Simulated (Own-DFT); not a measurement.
# Computed records: HfO2 (monoclinic hafnia, atoms displaced)

All values are calculated (Own-DFT development build). A calculation, not a measurement: plane-wave density functional theory by an unreviewed code, no spin, of a simulated periodic cell, stress positive in tension, run twice, with PBE and with PBEsol, both on files made for PBE, so the change isn't that of files made for PBEsol, hafnium file: forces about 75 meV/angstrom off all-electron values; oxygen file: force components 24 meV/angstrom off all-electron in one glass; forces on such cells passed a denser k mesh, this cell's mesh not checked; the far tail of each file's local potential was reset to the Coulomb form; each entry is a single point on an unrelaxed cell, so the pressure reflects the starting lattice, mostly measured values (interpolated for alloys), from which strain is counted, and rises with the displacements; printed positions are rounded, which can move forces by about a meV/angstrom; the program, named Own-DFT, is a retired in-house code; no spin-orbit coupling; stress was not checked against mesh or cutoff.

```json
{"formula": "HfO2", "kind": "monoclinic hafnia, atoms displaced", "structure": {"cell_angstrom": [[10.234, 0.0, 0.0], [0.0, 10.35, 0.0], [-1.6955, 0.0, 10.4453]], "atoms_fractional": [["Hf", 0.13853, 0.0206, 0.10329], ["Hf", 0.36157, 0.27022, 0.14787], ["Hf", 0.36345, 0.4819, 0.3976], ["Hf", 0.13878, 0.22955, 0.35541], ["O", 0.03782, 0.16399, 0.17501], ["O", 0.46307, 0.41927, 0.0763], ["O", 0.45825, 0.33524, 0.3276], ["O", 0.03567, 0.08466, 0.42334], ["O", 0.22496, 0.37498, 0.23995], ["O", 0.27493, 0.13277, 0.00817], ["O", 0.27483, 0.1231, 0.26118], ["O", 0.22508, 0.37098, 0.48956], ["Hf", 0.14082, 0.01889, 0.60465], ["Hf", 0.36165, 0.27184, 0.64732], ["Hf", 0.36142, 0.47716, 0.89867], ["Hf", 0.1357, 0.23258, 0.85645], ["O", 0.03895, 0.16779, 0.67161], ["O", 0.46259, 0.41386, 0.57917], ["O", 0.4638, 0.33195, 0.82271], ["O", 0.04092, 0.08546, 0.92453], ["O", 0.22537, 0.37794, 0.73868], ["O", 0.27786, 0.12501, 0.50977], ["O", 0.27595, 0.11913, 0.76162], ["O", 0.22487, 0.36928, 0.99061], ["Hf", 0.13993, 0.52046, 0.10324], ["Hf", 0.36225, 0.77068, 0.14708], ["Hf", 0.36212, 0.98113, 0.39982], ["Hf", 0.1375, 0.7291, 0.35483], ["O", 0.0355, 0.66344, 0.17393], ["O", 0.46138, 0.91529, 0.07639], ["O", 0.45954, 0.83209, 0.32742], ["O", 0.0391, 0.58384, 0.42118], ["O", 0.22648, 0.87804, 0.2403], ["O", 0.27622, 0.62467, 0.00725], ["O", 0.27609, 0.61928, 0.2576], ["O", 0.22283, 0.87228, 0.48535], ["Hf", 0.14205, 0.5178, 0.60757], ["Hf", 0.36232, 0.77428, 0.64813], ["Hf", 0.36297, 0.97622, 0.89621], ["Hf", 0.13996, 0.72734, 0.85291], ["O", 0.03956, 0.66848, 0.67195], ["O", 0.46322, 0.91523, 0.57556], ["O", 0.46371, 0.83372, 0.82292], ["O", 0.03153, 0.58776, 0.92287], ["O", 0.22542, 0.87799, 0.73732], ["O", 0.2767, 0.62699, 0.51123], ["O", 0.27801, 0.62078, 0.76095], ["O", 0.22526, 0.87168, 0.98837], ["Hf", 0.63933, 0.01887, 0.10395], ["Hf", 0.86487, 0.27094, 0.14482], ["Hf", 0.85943, 0.48106, 0.39399], ["Hf", 0.64072, 0.2311, 0.35177], ["O", 0.53702, 0.16713, 0.1727], ["O", 0.96287, 0.41518, 0.07935], ["O", 0.96321, 0.33483, 0.32465], ["O", 0.53442, 0.08315, 0.42282], ["O", 0.72495, 0.38014, 0.2397], ["O", 0.77026, 0.12828, 0.01103], ["O", 0.77808, 0.12159, 0.26117], ["O", 0.72772, 0.37057, 0.48936], ["Hf", 0.63788, 0.02336, 0.60263], ["Hf", 0.86053, 0.26853, 0.6476], ["Hf", 0.86867, 0.48178, 0.89705], ["Hf", 0.63661, 0.22886, 0.85469], ["O", 0.53751, 0.16602, 0.67129], ["O", 0.96192, 0.41303, 0.57604], ["O", 0.96404, 0.33624, 0.82529], ["O", 0.53964, 0.08373, 0.92651], ["O", 0.72716, 0.37786, 0.73975], ["O", 0.77397, 0.12775, 0.51114], ["O", 0.7756, 0.1216, 0.75781], ["O", 0.72248, 0.36937, 0.98932], ["Hf", 0.64174, 0.52002, 0.09936], ["Hf", 0.86009, 0.76658, 0.147], ["Hf", 0.86328, 0.97672, 0.3951], ["Hf", 0.63993, 0.7282, 0.35284], ["O", 0.53849, 0.66498, 0.17328], ["O", 0.96092, 0.91526, 0.07822], ["O", 0.96451, 0.83413, 0.32724], ["O", 0.53766, 0.58426, 0.42235], ["O", 0.72662, 0.87884, 0.23978], ["O", 0.77636, 0.62671, 0.00937], ["O", 0.77659, 0.62216, 0.25831], ["O", 0.72532, 0.87024, 0.49067], ["Hf", 0.63877, 0.51713, 0.6006], ["Hf", 0.86424, 0.77161, 0.64789], ["Hf", 0.86505, 0.97865, 0.89688], ["Hf", 0.63769, 0.72982, 0.85587], ["O", 0.53605, 0.66418, 0.67378], ["O", 0.96214, 0.91559, 0.57622], ["O", 0.96146, 0.83534, 0.82803], ["O", 0.53654, 0.5831, 0.92521], ["O", 0.72415, 0.88079, 0.73735], ["O", 0.7757, 0.62845, 0.51277], ["O", 0.77586, 0.61769, 0.75924], ["O", 0.72563, 0.87207, 0.99158]]}, "settings": {"functional": "PBE, then PBEsol", "potential_files": "PseudoDojo norm-conserving, scalar-relativistic, standard set", "wave_cutoff [hartree]": 72.0, "occupations": "Fermi-Dirac", "smearing_width [eV]": 0.1, "k_mesh": "2 x 2 x 2 centred on Gamma"}, "results": {"PBE_pressure [GPa]": 4.13, "PBE_stress_xx [GPa]": -4.2, "PBE_stress_yy [GPa]": -3.86, "PBE_stress_zz [GPa]": -4.33, "PBE_stress_yz [GPa]": 0.16, "PBE_stress_xz [GPa]": 0.03, "PBE_stress_xy [GPa]": -0.24, "PBEsol_pressure [GPa]": -2.33, "PBEsol_stress_xx [GPa]": 2.27, "PBEsol_stress_yy [GPa]": 2.55, "PBEsol_stress_zz [GPa]": 2.16, "PBEsol_stress_yz [GPa]": 0.15, "PBEsol_stress_xz [GPa]": 0.36, "PBEsol_stress_xy [GPa]": -0.24, "force_element": ["Hf", "Hf", "Hf", "Hf", "O", "O", "O", "O", "O", "O", "O", "O", "Hf", "Hf", "Hf", "Hf", "O", "O", "O", "O", "O", "O", "O", "O", "Hf", "Hf", "Hf", "Hf", "O", "O", "O", "O", "O", "O", "O", "O", "Hf", "Hf", "Hf", "Hf", "O", "O", "O", "O", "O", "O", "O", "O", "Hf", "Hf", "Hf", "Hf", "O", "O", "O", "O", "O", "O", "O", "O", "Hf", "Hf", "Hf", "Hf", "O", "O", "O", "O", "O", "O", "O", "O", "Hf", "Hf", "Hf", "Hf", "O", "O", "O", "O", "O", "O", "O", "O", "Hf", "Hf", "Hf", "Hf", "O", "O", "O", "O", "O", "O", "O", "O"], "PBE_force_x [eV/angstrom]": [0.139, 0.235, -0.445, -0.179, -0.532, 0.18, 1.401, -0.166, -0.548, 0.25, 0.262, -0.207, -0.635, 0.092, 0.718, 0.76, -0.308, 0.736, 0.013, -1.192, -0.299, -0.182, 0.113, -0.357, -0.098, 0.15, 0.069, 0.327, -0.17, 0.67, 1.046, -0.781, -0.419, -0.266, -0.036, -0.28, -0.747, 0.524, -0.031, -0.098, -0.181, 0.309, 0.382, 0.768, -0.379, 0.083, -0.149, -0.305, -0.141, -0.576, 1.087, -0.617, -0.19, 0.909, 0.248, 0.32, -0.186, 1.0, -0.141, -0.636, 0.181, 0.352, -1.788, 0.485, -0.615, 0.903, 0.566, -1.11, -0.388, 0.217, 0.227, 0.242, -0.81, 0.567, -0.19, -0.668, -0.341, 0.789, 0.347, -0.298, -0.342, 0.23, 0.129, -0.129, -0.15, -0.754, -0.687, 0.375, -0.157, 0.787, 1.078, -0.281, -0.142, 0.333, 0.036, -0.31], "PBE_force_y [eV/angstrom]": [-0.1, -0.104, -0.223, -0.015, 0.22, -0.352, -0.583, -0.208, 0.799, -0.48, -0.355, -0.057, 0.672, -0.939, 0.105, -0.779, -0.053, 0.63, 0.325, -0.549, 0.146, 0.549, 0.014, 0.54, -0.227, -0.236, -0.191, -0.049, 0.118, 0.214, -0.444, -0.536, 0.225, 0.508, -0.037, -0.232, 0.235, -1.178, 1.138, 0.454, -0.125, 0.15, 0.116, 0.125, -0.105, 0.364, -0.144, -0.42, 0.455, -0.658, -0.379, -0.489, 0.075, 0.679, -0.004, 0.452, -0.024, 0.131, -0.063, -0.041, -0.557, 0.022, -0.588, 0.058, 0.296, 0.771, -0.228, -0.549, 0.058, 0.246, -0.174, 0.244, -0.345, 0.631, 0.634, 0.65, 0.278, 0.339, -0.444, -0.34, -0.176, 0.386, -0.147, -0.171, 0.474, -0.182, 0.533, -0.449, 0.109, 0.3, -0.641, 0.226, -0.273, -0.013, 0.448, -0.482], "PBE_force_z [eV/angstrom]": [0.628, -0.121, -0.249, -0.007, -0.409, 0.229, 0.198, 0.067, -0.382, 0.457, -0.121, 0.164, -0.27, -0.489, -0.421, -0.794, 0.184, -0.327, 0.785, -0.182, 0.449, 0.463, 0.051, -0.101, 0.9, 0.327, -1.055, -0.131, -0.307, 0.056, 0.025, 0.31, -0.551, 0.218, 0.101, 0.686, -1.133, -1.182, -0.011, -0.011, 0.161, 0.367, 0.783, 0.205, 0.401, 0.226, 0.241, -0.226, 0.377, 0.394, 0.6, 0.257, 0.075, -0.427, 0.226, -0.318, -0.095, 0.022, 0.032, -0.307, 0.044, -0.633, -0.698, -0.263, 0.171, 0.052, 0.494, -0.554, -0.122, -0.299, 0.769, -0.051, 0.657, -0.163, 0.284, 0.362, -0.172, -0.027, -0.099, -0.032, -0.008, 0.03, 0.252, -0.456, 1.165, -0.459, -0.07, -0.986, 0.029, 0.275, 0.039, -0.509, 0.507, -0.513, 0.355, -0.41], "PBEsol_force_x [eV/angstrom]": [0.137, 0.212, -0.441, -0.163, -0.506, 0.163, 1.349, -0.149, -0.468, 0.17, 0.189, -0.14, -0.606, 0.093, 0.693, 0.75, -0.293, 0.705, 0.003, -1.147, -0.227, -0.24, 0.047, -0.282, -0.086, 0.145, 0.059, 0.318, -0.157, 0.639, 1.008, -0.749, -0.341, -0.326, -0.098, -0.212, -0.708, 0.514, -0.041, -0.084, -0.166, 0.279, 0.356, 0.754, -0.298, 0.016, -0.22, -0.227, -0.119, -0.565, 1.051, -0.586, -0.176, 0.875, 0.228, 0.316, -0.115, 0.901, -0.205, -0.557, 0.189, 0.332, -1.745, 0.479, -0.586, 0.865, 0.546, -1.066, -0.311, 0.14, 0.156, 0.29, -0.786, 0.541, -0.187, -0.648, -0.321, 0.758, 0.326, -0.282, -0.263, 0.158, 0.067, -0.054, -0.134, -0.742, -0.674, 0.368, -0.143, 0.754, 1.033, -0.258, -0.069, 0.258, -0.024, -0.241], "PBEsol_force_y [eV/angstrom]": [-0.039, -0.054, -0.272, -0.066, 0.233, -0.327, -0.576, -0.22, 0.77, -0.468, -0.33, -0.047, 0.707, -0.858, 0.067, -0.816, -0.04, 0.625, 0.293, -0.548, 0.143, 0.517, 0.013, 0.534, -0.173, -0.174, -0.231, -0.096, 0.126, 0.219, -0.449, -0.525, 0.212, 0.478, -0.031, -0.214, 0.276, -1.101, 1.061, 0.391, -0.108, 0.163, 0.095, 0.097, -0.108, 0.339, -0.135, -0.403, 0.502, -0.588, -0.428, -0.529, 0.089, 0.673, -0.02, 0.423, -0.031, 0.121, -0.056, -0.028, -0.486, 0.074, -0.611, 0.008, 0.299, 0.762, -0.239, -0.55, 0.046, 0.239, -0.158, 0.244, -0.287, 0.663, 0.566, 0.583, 0.288, 0.346, -0.446, -0.347, -0.183, 0.37, -0.133, -0.163, 0.515, -0.121, 0.457, -0.494, 0.126, 0.299, -0.634, 0.205, -0.27, -0.025, 0.44, -0.463], "PBEsol_force_z [eV/angstrom]": [0.588, -0.09, -0.22, -0.042, -0.352, 0.158, 0.139, 0.11, -0.376, 0.45, -0.116, 0.167, -0.29, -0.447, -0.374, -0.795, 0.233, -0.366, 0.71, -0.123, 0.43, 0.446, 0.047, -0.1, 0.864, 0.357, -0.997, -0.151, -0.253, -0.001, -0.036, 0.342, -0.538, 0.207, 0.097, 0.67, -1.131, -1.121, 0.013, -0.04, 0.221, 0.309, 0.711, 0.241, 0.388, 0.22, 0.237, -0.225, 0.329, 0.42, 0.609, 0.224, 0.127, -0.465, 0.165, -0.249, -0.085, 0.026, 0.034, -0.3, 0.021, -0.596, -0.661, -0.279, 0.216, 0.008, 0.439, -0.486, -0.132, -0.284, 0.739, -0.043, 0.612, -0.131, 0.302, 0.327, -0.114, -0.085, -0.141, 0.019, -0.009, 0.038, 0.243, -0.447, 1.118, -0.43, -0.041, -0.994, 0.081, 0.217, -0.014, -0.44, 0.491, -0.506, 0.352, -0.395], "rms_change_of_force_components_from_PBE_to_PBEsol [eV/angstrom]": 0.04}}
```
